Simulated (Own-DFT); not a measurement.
# Which defects push the lattice out? C40 NbSi2

The numbers are computed, not measured, by runs of the plane-wave DFT program Own-DFT (in-house, retired, unreviewed) at fixed positions, with no spin and no spin-orbit coupling.

Settings: PBEsol; PseudoDojo norm-conserving scalar-relativistic files, made for PBE; cutoff 42 hartree; 4 x 4 x 5 k mesh centred on Gamma; cold (Marzari-Vanderbilt) smearing of 0.2 eV.

Caveats: forces on such cells failed a check on a denser k mesh; stress not checked against mesh or cutoff.

All runs share one cell, with vectors in Å (0.000, 8.324, 0.000); (-9.613, 0.000, 0.000); (0.000, 0.000, 6.586) and a volume of 527.0 Å³. u is the rms random offset of the atoms per axis. The defect's site can differ from row to row.

| cell | formula | u (Å) | P (GPa) |
|---|---|---|---|
| no defect | Nb12Si24 | 0.0193 | -2.19 |
| no defect | Nb12Si24 | 0.0212 | -2.14 |
| no defect | Nb12Si24 | 0.0490 | -1.12 |
| one Si vacancy | Nb12Si23 | 0.0337 | -2.58 |
| one Si vacancy | Nb12Si23 | 0.0433 | -2.35 |
| one Si vacancy | Nb12Si23 | 0.0523 | -1.69 |
| two Si on a Nb site each | Nb10Si26 | 0.0284 | -1.77 |
| two Si on a Nb site each | Nb10Si26 | 0.0322 | -1.74 |
| two Si on a Nb site each | Nb10Si26 | 0.0464 | -0.99 |
| two Nb on a Si site each | Nb14Si22 | 0.0280 | 3.28 |
| two Nb on a Si site each | Nb14Si22 | 0.0306 | 3.70 |
| two Nb on a Si site each | Nb14Si22 | 0.0490 | 3.80 |
| two Nb on a Si site each | Nb14Si22 | 0.0548 | ? |
| two Nb vacancies | Nb10Si24 | 0.0286 | -3.37 |
| two Nb vacancies | Nb10Si24 | 0.0334 | -3.27 |
| two Nb vacancies | Nb10Si24 | 0.0514 | -2.79 |

## Working it out

P = P0 + c u² + a shift for each defect gives P0 = -2.29 GPa, c = 437 ± 60 GPa/Å² and a scatter of 0.17 GPa. The shifts, and each times the cell's volume:

- two Nb on a Si site each: 5.28 ± 0.14 GPa, 17.4 eV (8.7 eV for each of its 2 sites)
- two Si on a Nb site each: 0.21 ± 0.14 GPa, 0.7 eV (0.3 eV for each of its 2 sites) (not resolved)
- one Si vacancy: -0.76 ± 0.15 GPa, -2.5 eV
- two Nb vacancies: -1.52 ± 0.15 GPa, -5.0 eV (-2.5 eV for each of its 2 sites)

A positive shift means that the defect pushes the cell outwards. Shift times volume (160.2 GPa Å³ is 1 eV) depends little on the cell's size, so, taken for each site, it can be compared between cells at like pressure. The atoms around the defects weren't relaxed, which would change these numbers.

## Prediction

Q: what pressure belongs in the blank (two Nb on a Si site each, u = 0.0548 Å)?

From the fit: 4.30 ± 0.22 GPa. DFT gave 4.59 GPa.
